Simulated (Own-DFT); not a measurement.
# Misfit strain and the stress it brings: wurtzite AlGaN with randomly placed atoms, 72 atoms (Al27Ga9N36)

Everything here is calculated. The program is Own-DFT (plane waves, in-house, since retired, never reviewed by a person); positions were held fixed, and spin and spin-orbit coupling were off.

All runs used: PBE; PseudoDojo norm-conserving scalar-relativistic files (stringent for Ga); cutoff 96 hartree; 4 x 4 x 3 k mesh centred on Gamma; Gaussian smearing of 0.01 eV.

Caveats: forces on such cells passed a denser k mesh, each cell not checked; stress not checked against mesh or cutoff.

Unstrained cell vectors in Å: (9.394, 0.000, 0.000); (-4.697, 8.135, 0.000); (0.000, 0.000, 10.066). The unstrained cell has measured lattice constants (interpolated for alloys), not those of this functional. That, the random moves and any unrelaxed bonds set the pressure at no strain. Each run strains x and y alike by e, as a substrate would, and holds the height along z. Each coordinate of each atom was shifted by a normal deviate of width 0.05 Å. The random placing of the alloy's atoms differs from row to row. Stress is positive in tension.

```
e (%)  u (Å)  (s_xx + s_yy)/2 (GPa)  s_zz (GPa)
-2.50  0.047                 -21.03      -12.44
-2.25  0.053                 -21.61       -9.69
-1.25  0.052                 -12.78      -10.94
 0.25  0.051                      ?           ?
 1.00  0.048                  -1.01       -3.54
 1.25  0.050                   0.35       -4.43
 1.75  0.051                   2.74       -3.68
 2.00  0.051                   3.87       -2.78
 2.75  0.046                   7.97       -3.49
 3.00  0.052                   8.72       -3.33
```

## Fit

With e as a fraction, the in-plane stress is -6.3 + 566 e - 2172 e² GPa (errors 14 and 1031, scatter 0.81), and s_zz is -7.1 + 171 e GPa (slope ± 23, scatter 1.38). At e = 0 the first slope is C11 + C12 and the second 2 C13, both with the ions held to the strained lattice and at the cell's own pressure. A free layer would change its height as e changes, and the in-plane slope would drop by 2 C13²/C33 to the biaxial modulus. At fixed height, a misfit of 1 % moves the in-plane stress by about 5.7 GPa and s_zz by 1.7 GPa.

## Check

The question: what are the two stresses at e = 0.25 %?

From the fit: -4.9 and -6.7 GPa. The run itself gave -4.78 and -6.81 GPa.
